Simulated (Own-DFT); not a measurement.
Simulation results for Hf36O71 (tetragonal hafnia with one neutral oxygen vacancy, atoms displaced)

All values are calculated (Own-DFT development build). A calculation, not a measurement: plane-wave PBE and HSE06 DFT by an unreviewed code, no spin, of a simulated cell at Gamma alone, so results move with cell size and shape, stress positive in tension, energies less offsets, not probed for a lower state with spin; hafnium file: forces about 75 meV/angstrom off all-electron values; oxygen file: force components 24 meV/angstrom off all-electron in a glass; k mesh not checked against a denser one; forces and stress are PBE's, HSE06 gives the energy alone, and its difference from PBE has offsets of its own; offsets are fitted by least squares, one for each functional and potential file, so energies compare only between cells with the same atoms and settings and are not formation energies; the far tail of each file's local potential was reset to the Coulomb form; each entry is a single point on an unrelaxed cell, so the pressure reflects the starting lattice, taken from the Materials Project, from which strain is counted, and rises with the displacements; printed positions are rounded, which can move forces by about a meV/angstrom; the program is a retired in-house code; no spin-orbit coupling.

Settings shared by all entries: first functional PBE; second functional HSE06; exact exchange share 0.25; screening 0.11 1/bohr; exchange divergence Gygi-Baldereschi; potential files PseudoDojo norm-conserving, scalar-relativistic, made for PBE, standard set; wave cutoff 48 hartree; occupations fixed; k mesh 1 x 1 x 1 centred on Gamma.

(1) Hf36O71 (tetragonal hafnia with one neutral oxygen vacancy, atoms displaced)

```
CELL_PARAMETERS angstrom
10.78000 0.00000 0.00000
0.00000 10.78000 0.00000
0.00000 0.00000 10.44930
ATOMIC_POSITIONS crystal
Hf 0.00270 0.00566 0.00318
Hf 0.16752 0.16930 0.25358
O 0.99325 0.16920 0.15032
O 0.16759 0.99321 0.34607
O 0.99801 0.17023 0.39940
O 0.17105 0.00276 0.09026
Hf 0.99944 0.99796 0.50441
Hf 0.16884 0.15998 0.74298
O 0.00845 0.16489 0.65300
O 0.16968 0.00300 0.84740
O 0.99968 0.16722 0.89493
O 0.16912 0.99712 0.59229
Hf 0.99739 0.32926 0.00389
Hf 0.17050 0.50075 0.24695
O 0.00237 0.50372 0.15077
O 0.16881 0.33483 0.34596
O 0.00634 0.49826 0.40829
O 0.15992 0.32786 0.08856
Hf 0.00783 0.32899 0.50854
Hf 0.15751 0.49984 0.74639
O 0.99470 0.50782 0.65377
O 0.17301 0.34289 0.85655
O 0.00058 0.50910 0.90762
O 0.15467 0.33254 0.60072
Hf 0.99853 0.66894 0.99697
Hf 0.16596 0.83086 0.25364
O 0.00697 0.83244 0.14673
O 0.16595 0.67191 0.34370
O 0.00118 0.83365 0.40161
O 0.15864 0.65977 0.09850
Hf 0.99548 0.66424 0.49264
Hf 0.16792 0.82669 0.75335
O 0.99107 0.83745 0.66140
O 0.16383 0.66293 0.85025
O 0.99941 0.83079 0.91082
O 0.16262 0.66669 0.59832
Hf 0.33328 0.99971 0.99429
Hf 0.49912 0.16144 0.26116
O 0.33152 0.16892 0.14766
O 0.50126 0.00133 0.34079
O 0.33783 0.16688 0.39751
O 0.49745 0.00350 0.10055
Hf 0.33251 0.99506 0.50217
Hf 0.50392 0.16697 0.74986
O 0.33083 0.16370 0.65576
O 0.50250 0.99432 0.84486
O 0.33553 0.16503 0.90270
O 0.50107 0.99830 0.59752
Hf 0.32875 0.33727 0.00307
Hf 0.49968 0.49664 0.24837
O 0.32840 0.50088 0.14454
O 0.49904 0.33116 0.34716
O 0.33329 0.50286 0.39751
O 0.50638 0.33385 0.10280
Hf 0.33921 0.33733 0.50804
Hf 0.50116 0.49930 0.75154
O 0.33614 0.49801 0.65979
O 0.49801 0.33671 0.85126
O 0.33259 0.49496 0.89834
O 0.50288 0.33409 0.59808
Hf 0.33956 0.66825 0.99020
Hf 0.49491 0.83345 0.24971
O 0.32908 0.83410 0.15614
O 0.49846 0.66712 0.35177
O 0.49558 0.67122 0.10003
Hf 0.33555 0.67355 0.49841
Hf 0.50236 0.83303 0.75032
O 0.33530 0.82752 0.65045
O 0.50079 0.66764 0.85456
O 0.32907 0.83744 0.89603
O 0.50245 0.66228 0.60327
Hf 0.66636 0.00312 0.00811
Hf 0.83850 0.16264 0.24861
O 0.66269 0.16629 0.15680
O 0.82263 0.99441 0.35141
O 0.66653 0.17080 0.39848
O 0.83542 0.99923 0.09892
Hf 0.66478 0.00533 0.49812
Hf 0.83557 0.17007 0.75637
O 0.66909 0.16576 0.64430
O 0.82927 0.99933 0.84685
O 0.66523 0.17011 0.89852
O 0.82917 0.00175 0.60124
Hf 0.66915 0.33583 0.99958
Hf 0.83363 0.49355 0.24460
O 0.66094 0.50750 0.15574
O 0.82501 0.33575 0.35278
O 0.66795 0.49952 0.40082
O 0.83840 0.32845 0.09775
Hf 0.66473 0.33377 0.49472
Hf 0.83429 0.50006 0.74514
O 0.66580 0.49865 0.65159
O 0.83043 0.33290 0.84695
O 0.66328 0.50186 0.89860
O 0.83643 0.33283 0.60181
Hf 0.66143 0.66486 0.00821
Hf 0.83295 0.83456 0.25328
O 0.66965 0.83538 0.15275
O 0.83785 0.67752 0.35100
O 0.67036 0.83266 0.40189
O 0.83750 0.66919 0.09524
Hf 0.67457 0.66940 0.50586
Hf 0.84077 0.84160 0.75302
O 0.67130 0.83265 0.65110
O 0.83271 0.66354 0.85209
O 0.66504 0.84059 0.90040
O 0.82764 0.66375 0.59895
```

* PBE energy of cell above offsets: -97.606 eV
* HSE06 less PBE above offsets: 0.022 eV
* PBE pressure: 1.6 GPa
* PBE stress xx: -2.54 GPa
* PBE stress yy: -0.68 GPa
* PBE stress zz: -1.58 GPa
* PBE stress yz: 0.44 GPa
* PBE stress xz: 0.17 GPa
* PBE stress xy: -0.07 GPa

Force:
```tsv
element	x (eV/Å)	y (eV/Å)	z (eV/Å)
Hf	0.258	-1.437	-0.327
Hf	0.985	-0.481	-0.931
O	1.908	-0.487	-0.318
O	0.405	1.625	0.483
O	0.093	-1.208	0.204
O	-0.952	0.439	0.577
Hf	-0.848	0.021	-0.467
Hf	0.281	1.202	2.607
O	-1.678	-0.484	-0.766
O	-0.48	-1.01	-0.734
O	-0.219	0.125	0.659
O	-0.49	-0.042	0.684
Hf	1.064	1.539	-2.061
Hf	-0.836	1.095	-0.166
O	-0.965	-1.177	1.109
O	0.009	-0.529	0.172
O	-0.311	-0.147	-0.511
O	0.635	-0.091	2.018
Hf	-3.792	0.563	-2.312
Hf	1.22	-0.04	1.598
O	0.691	-0.306	-0.602
O	-0.74	-1.493	-1.672
O	-0.164	-3.066	-1.2
O	4.172	0.523	1.258
Hf	-0.034	-0.254	1.372
Hf	-0.765	0.097	-1.89
O	-0.943	0.864	1.32
O	0.549	-1.298	1.24
O	-0.005	0.712	0.694
O	2.23	0.308	-0.319
Hf	-0.04	-0.055	0.687
Hf	-0.218	0.068	0.054
O	3.387	0.171	-1.775
O	0.697	0.829	-0.771
O	0.267	2.274	-1.672
O	0.35	0.384	-0.374
Hf	0.356	1.317	0.757
Hf	-0.545	1.746	-2.867
O	-0.127	0.31	1.186
O	-0.237	-1.911	1.932
O	-0.619	-0.173	1.386
O	0.068	-0.476	-0.516
Hf	0.691	-0.023	-0.977
Hf	0.09	-0.042	0.836
O	1.112	0.583	-1.1
O	-0.375	1.562	0.079
O	0.221	0.403	-0.275
O	-0.773	0.18	-0.307
Hf	0.829	-0.988	-0.776
Hf	-1.022	0.082	0.781
O	1.107	-0.51	0.326
O	-0.155	0.941	1.054
O	-0.129	-0.508	0.933
O	-0.544	0.707	-0.526
Hf	-0.559	0.338	-1.235
Hf	0.356	0.429	0.396
O	-1.322	-0.631	-1.349
O	0.381	-1.119	-0.523
O	0.689	2.026	0.637
O	-0.7	-0.386	0.251
Hf	-1.795	-1.164	0.768
Hf	0.877	-0.617	-0.002
O	0.515	-0.154	-0.016
O	-0.763	0.357	-0.544
O	-0.026	-0.039	0.288
Hf	0.667	-0.226	0.249
Hf	1.65	-0.451	-0.331
O	-0.609	0.288	-0.428
O	-0.509	0.128	-0.07
O	-0.054	-1.163	0.013
O	-0.454	0.348	-0.51
Hf	-0.422	-0.703	-0.804
Hf	-2.229	0.281	1.168
O	1.402	-0.248	-0.433
O	0.98	1.706	-0.132
O	-0.434	-0.826	0.273
O	0.116	0.559	0.231
Hf	0.862	-0.973	0.249
Hf	-0.44	-0.597	-1.265
O	-0.484	0.164	0.891
O	0.572	1.464	0.82
O	0.065	-0.269	0.32
O	1.133	0.199	-0.594
Hf	-1.327	-0.237	-0.365
Hf	0.37	1.088	0.938
O	1.632	-0.052	-0.862
O	0.566	-0.418	-1.325
O	-0.148	0.671	-0.05
O	-1.867	0.832	0.873
Hf	1.566	0.515	0.47
Hf	-1.304	0.849	1.301
O	0.251	-0.302	-0.061
O	0.255	0.634	0.66
O	0.071	-0.341	1.133
O	0.136	-0.232	-0.256
Hf	1.77	1.208	-1.593
Hf	0.383	-0.273	-1.244
O	-0.796	-0.102	0.013
O	0.106	-2.623	-0.017
O	-0.603	0.228	0.265
O	-1.632	-0.387	0.896
Hf	-2.221	0.169	-0.972
Hf	-3.623	-1.804	1.532
O	-0.604	-0.052	0.209
O	-0.196	0.702	-1.104
O	-0.257	-1.037	1.152
O	2.334	-0.189	0.295
```

(2) Hf36O71 (tetragonal hafnia with one neutral oxygen vacancy, atoms displaced)

```
CELL_PARAMETERS angstrom
10.78000 0.00000 0.00000
0.00000 10.78000 0.00000
0.00000 0.00000 10.44930
ATOMIC_POSITIONS crystal
Hf 0.99753 0.00109 0.00144
Hf 0.16429 0.17059 0.25586
O 0.99327 0.15971 0.15549
O 0.16884 0.99608 0.34451
O 0.00078 0.15803 0.39577
O 0.16614 0.00627 0.09202
Hf 0.99881 0.00252 0.50512
Hf 0.16442 0.17351 0.74596
O 0.99827 0.16298 0.65015
O 0.17469 0.99480 0.84876
O 0.99424 0.15982 0.89781
O 0.16645 0.99637 0.59969
Hf 0.00032 0.33071 0.99566
Hf 0.16631 0.50279 0.24722
O 0.99727 0.50493 0.16133
O 0.99899 0.50590 0.40179
O 0.16327 0.33096 0.08832
Hf 0.00266 0.33020 0.49752
Hf 0.17468 0.50488 0.75015
O 0.99867 0.49033 0.64354
O 0.16851 0.33664 0.85016
O 0.99492 0.49082 0.89720
O 0.16929 0.33101 0.59920
Hf 0.99470 0.67259 0.99289
Hf 0.17068 0.83204 0.25478
O 0.99844 0.84439 0.15557
O 0.16723 0.66015 0.35012
O 0.00177 0.82458 0.40328
O 0.16295 0.66872 0.09152
Hf 0.99339 0.66596 0.50099
Hf 0.16939 0.82997 0.74892
O 0.99617 0.83221 0.65938
O 0.16222 0.66847 0.84240
O 0.00792 0.83095 0.90429
O 0.15636 0.66673 0.60639
Hf 0.34400 0.99462 0.00296
Hf 0.50214 0.16381 0.25013
O 0.32917 0.16797 0.14606
O 0.49835 0.00634 0.35662
O 0.33010 0.16953 0.40741
O 0.49439 0.00106 0.09808
Hf 0.33910 0.99465 0.49444
Hf 0.49729 0.16905 0.74554
O 0.33031 0.16336 0.65467
O 0.50359 0.00195 0.84261
O 0.34002 0.16710 0.89915
O 0.50920 0.00339 0.60080
Hf 0.34490 0.33282 0.00211
Hf 0.50378 0.50523 0.25314
O 0.33204 0.49962 0.15213
O 0.49623 0.33219 0.35000
O 0.33492 0.49281 0.40676
O 0.49646 0.33328 0.09900
Hf 0.33898 0.33365 0.49844
Hf 0.49139 0.50301 0.75072
O 0.33456 0.51319 0.65877
O 0.50513 0.33559 0.84694
O 0.33859 0.49861 0.90510
O 0.49720 0.32685 0.59957
Hf 0.33051 0.67132 0.99181
Hf 0.49657 0.83041 0.24730
O 0.32436 0.83753 0.15591
O 0.49567 0.65994 0.35004
O 0.32875 0.83153 0.39348
O 0.50031 0.66489 0.09292
Hf 0.33513 0.66107 0.49797
Hf 0.49966 0.82565 0.74751
O 0.33549 0.83316 0.65319
O 0.49559 0.66244 0.84649
O 0.33071 0.83442 0.89212
O 0.50298 0.66665 0.58760
Hf 0.66529 0.00600 0.00267
Hf 0.83583 0.17581 0.24021
O 0.66404 0.17291 0.14222
O 0.83726 0.00392 0.34383
O 0.66701 0.16330 0.41186
O 0.82638 0.99981 0.09463
Hf 0.66690 0.00380 0.50325
Hf 0.83949 0.15857 0.74969
O 0.67022 0.16819 0.65611
O 0.84482 0.00040 0.85338
O 0.66389 0.17182 0.90054
O 0.83626 0.01386 0.60067
Hf 0.66542 0.33750 0.99956
Hf 0.83309 0.50261 0.25068
O 0.67187 0.50355 0.15796
O 0.83199 0.33815 0.34651
O 0.66724 0.49877 0.40098
O 0.83043 0.32886 0.10212
Hf 0.65685 0.33477 0.50244
Hf 0.83187 0.50255 0.74598
O 0.66552 0.49877 0.65049
O 0.83850 0.33363 0.85401
O 0.66204 0.49447 0.90588
O 0.83475 0.32522 0.59814
Hf 0.66565 0.66736 0.99769
Hf 0.83760 0.83426 0.25097
O 0.66487 0.83260 0.14835
O 0.83239 0.66683 0.33893
O 0.67533 0.83296 0.39608
O 0.83162 0.66840 0.09587
Hf 0.66420 0.66304 0.50614
Hf 0.82667 0.83516 0.74883
O 0.65844 0.83586 0.65508
O 0.82382 0.66897 0.84023
O 0.67532 0.84274 0.90729
O 0.83360 0.67135 0.59166
```

* PBE energy of cell above offsets: -96.825 eV
* HSE06 less PBE above offsets: 0.085 eV
* PBE pressure: 2.27 GPa
* PBE stress xx: -2.87 GPa
* PBE stress yy: -0.97 GPa
* PBE stress zz: -2.97 GPa
* PBE stress yz: 0.27 GPa
* PBE stress xz: 0.26 GPa
* PBE stress xy: -0.21 GPa

Force:
```tsv
element	x (eV/Å)	y (eV/Å)	z (eV/Å)
Hf	0.946	-0.647	0.267
Hf	0.031	-0.598	-1.338
O	1.901	0.338	-0.981
O	0.378	0.851	0.45
O	0.851	1.712	0.674
O	0.591	-0.199	0.254
Hf	0.582	-1.063	-0.854
Hf	0.763	-1.521	1.374
O	1.445	0.322	-0.654
O	-0.624	1.054	-0.883
O	0.939	1.517	0.258
O	0.369	-0.075	-1.012
Hf	-0.781	-0.159	-0.266
Hf	-0.887	-0.996	-0.164
O	0.739	-0.274	-1.241
O	0.343	-1.587	0.213
O	0.583	0.048	1.354
Hf	-1.156	1.1	0.111
Hf	-3.294	-1.117	0.258
O	-0.001	0.56	1.187
O	-0.123	-0.202	-0.993
O	0.212	2.606	0.354
O	0.427	0.202	-0.793
Hf	0.447	-1.575	1.056
Hf	-2.693	-0.028	-0.183
O	0.698	-0.561	-0.314
O	1.049	0.726	-0.003
O	-0.138	1.512	0.189
O	0.335	0.029	-0.126
Hf	1.491	-0.4	-0.384
Hf	-1.15	2.36	-0.17
O	-0.509	0.375	-0.237
O	0.757	-1.278	1.316
O	-0.671	0.39	-0.122
O	1.76	-0.196	-1.183
Hf	-4.45	2.049	-2.379
Hf	-0.613	1.088	-0.616
O	1.029	0.052	1.586
O	-0.301	-1.555	-1.063
O	-0.467	-0.481	-0.723
O	2.297	-0.335	1.829
Hf	-0.95	0.989	1.426
Hf	0.505	-0.791	1.216
O	0.314	0.04	-0.627
O	-0.243	-1.366	0.467
O	0.276	0.071	0.588
O	-2.047	-0.196	-0.503
Hf	-2.631	-1.34	-0.599
Hf	-0.236	-1.953	-1.354
O	0.487	0.308	0.525
O	0.581	0.008	-0.155
O	-0.267	1.307	-0.172
O	1.813	0.366	0.845
Hf	-1.538	-1.778	0.138
Hf	2.398	-1.845	1.206
O	0.004	-0.076	-1.672
O	-0.771	0.551	-0.298
O	-0.297	0.992	-0.772
O	-0.246	0.745	0.478
Hf	-0.657	-0.816	1.084
Hf	1.37	0.283	0.164
O	2.636	-0.406	-1.522
O	-0.248	1.936	-0.079
O	0.955	-0.665	1.056
O	-0.909	0.515	0.524
Hf	-2.024	0.685	-0.176
Hf	-0.844	2.585	0.902
O	0.637	-0.458	-1.393
O	0.525	1.056	0.007
O	0.957	-1.064	1.164
O	-1.389	0.057	1.645
Hf	0.167	0.626	-0.825
Hf	-1.244	-0.631	1.581
O	-0.693	-0.707	1.577
O	-0.136	-0.367	0.182
O	-0.524	1.377	-1.292
O	0.434	0.192	0.333
Hf	1.062	-0.461	-0.571
Hf	-1.246	2.015	0.644
O	-0.76	-0.015	-0.113
O	-0.89	-1.166	-0.883
O	0.218	-0.661	0.358
O	-0.98	-1.434	0.031
Hf	0.743	-1.818	-0.062
Hf	1.005	-0.388	0.42
O	-1.829	0.009	-0.924
O	0.24	-0.938	0.36
O	-0.707	0.473	0.623
O	0.655	0.368	-0.551
Hf	2.842	-0.978	-0.04
Hf	1.516	-2.511	0.405
O	-0.68	0.352	0.062
O	-0.693	0.124	-1.044
O	0.246	2.292	-0.585
O	-0.677	0.591	-0.649
Hf	1.107	0.47	0.513
Hf	-0.927	0.811	0.111
O	-1.022	-0.083	0.735
O	-0.066	0.026	1.016
O	-1.24	-0.178	1.28
O	0.098	0.204	-0.987
Hf	2.001	0.543	-2.516
Hf	0.911	0.867	0.524
O	1.686	-0.583	-0.648
O	0.21	-0.312	0.42
O	-0.59	-1.675	-0.765
O	-1.506	-0.214	1.111
```
